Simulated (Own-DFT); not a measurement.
# How strain changes the stress of diamond-structure SiGeSn with randomly placed atoms, 64 atoms (Ge40Si16Sn8)

All numbers below are calculated, not measured. The program, named Own-DFT, is a retired in-house plane-wave density functional code that no person has reviewed. Each row is one single-point run on a periodic cell that was not relaxed, without spin or spin-orbit coupling.

Settings of every run: PBE; PseudoDojo norm-conserving scalar-relativistic files; cutoff 49 hartree; 3 x 3 x 3 k mesh centred on Gamma; Fermi-Dirac smearing of 0.1 eV.

Known limits: forces on such cells moved up to 12 meV/angstrom on a denser k mesh; stress not checked against mesh or cutoff.

Unstrained cell vectors in Å: (11.410, 0.000, 0.000); (0.000, 11.410, 0.000); (0.000, 0.000, 11.410). The unstrained cell has measured lattice constants (interpolated for alloys), not those of this functional. That, the random moves and any unrelaxed bonds set the pressure at no strain. Each run strains this cell uniformly, with the atoms carried along. Every atom was also moved at random, by a Gaussian of width 0.05 Å on each axis. The random placing of the alloy's atoms differs from row to row. Strain is the symmetric tensor, in per cent. Stress is positive in tension, and the pressure is minus a third of its trace.

```
run,e_xx (%),e_yy (%),e_zz (%),s_xx (GPa),s_yy (GPa),s_zz (GPa),P (GPa),E (meV/atom)
1,-3.00,-3.00,0.00,-10.87,-10.72,-8.76,10.12,83.3
2,0.75,0.75,0.00,-3.70,-3.53,-4.37,3.87,36.9
3,1.00,1.00,0.00,-3.03,-3.05,-3.64,3.24,16.4
4,0.50,0.50,0.00,-3.82,-3.89,-4.43,4.04,26.1
5,2.50,2.50,0.00,-1.29,-1.11,-2.53,1.64,41.1
6,2.75,2.75,0.00,-0.31,-0.20,-1.82,0.78,0.0
7,2.00,2.00,0.00,-1.31,-1.39,-2.74,1.81,8.4
8,1.25,1.25,0.00,-2.78,-2.69,-3.58,3.01,23.2
9,-2.50,-2.50,0.00,?,?,?,?,?
```

E is the free energy for each atom above the lowest run shown.

## Worked fit

The change of volume is close to e_xx + e_yy + e_zz. A straight line through the runs shown gives P = 5.14 - 80 x (fractional change of volume) GPa, with an error of 3 on the slope and a scatter of 0.31 GPa. The strain isn't the same on all axes, but the crystal is cubic, so the slope still estimates the bulk modulus, averaged over pressures from 0.8 to 10.1 GPa.

## Withheld run

Question: what pressure should run 9 give? Its volume changes by -4.94 %.

The line gives 9.1 GPa. The calculation gave 9.40 GPa.
